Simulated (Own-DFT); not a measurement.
# From a pressure shift to a lattice shift: D0_22 TiAl3, 40 atoms (Al30Ti10)

Source: density functional calculations with Own-DFT, an unreviewed in-house program that is no longer used. Nothing was measured or relaxed, and spin and spin-orbit coupling are left out.

Limits: forces on such cells failed a check on a denser k mesh; stress not checked against mesh or cutoff.

Each geometry was run with PBE and with PBEsol, otherwise alike: PseudoDojo norm-conserving scalar-relativistic files made for PBE; cutoff 42 hartree; 4 x 4 x 4 k mesh centred on Gamma; cold (Marzari-Vanderbilt) smearing of 0.2 eV. Unstrained cell vectors in Å: (-2.365, -6.981, 4.326); (-7.667, 3.491, 1.442); (-2.950, -3.488, -7.241). Each has a uniform strain, of which the change of volume is shown, and random moves of rms u per axis.

| run | volume change (%) | u (Å) | P with PBE (GPa) | P with PBEsol (GPa) |
|---|---|---|---|---|
| 1 | -0.10 | 0.0497 | 3.05 | 1.14 |
| 2 | 1.24 | 0.0491 | 1.53 | -0.34 |
| 3 | 0.49 | 0.0478 | 2.29 | 0.40 |
| 4 | 2.00 | 0.0426 | 0.48 | -1.37 |
| 5 | -1.80 | 0.0485 | 4.98 | 3.03 |
| 6 | -1.35 | 0.0503 | 4.31 | 2.38 |
| 7 | -2.68 | 0.0492 | 6.09 | 4.12 |
| 8 | 0.13 | 0.0559 | 2.68 | 0.78 |
| 9 | -1.69 | 0.0498 | 4.85 | 2.90 |
| 10 | -2.62 | 0.0512 | 6.00 | ? |

Q: by how much does PBEsol shrink this cell, and what belongs in the blank?

## Working it out

Write v for the change of volume as a fraction. Fitted to v and u², the PBE pressure has a slope of -117 ± 2 GPa in v, with the ions held to the strained lattice. The difference PBEsol less PBE is -1.90 + 2.6 v GPa (slope ± 0.1) and averages -1.92 GPa. Divided by the mean slope of the two, 116 GPa, that makes PBEsol's volume at a given pressure, near 2 GPa, about 1.7 % smaller, or 0.55 % in lengths. At one volume PBEsol's slope is the smaller by 3 GPa, but its pressure there is lower too. If stiffness rises by about 4 GPa for each GPa, PBEsol at equal pressure is stiffer by about 5 GPa. Files made for PBEsol would give a different shift.

For run 10 the line gives 4.03 GPa. The calculation gave 4.03 GPa.
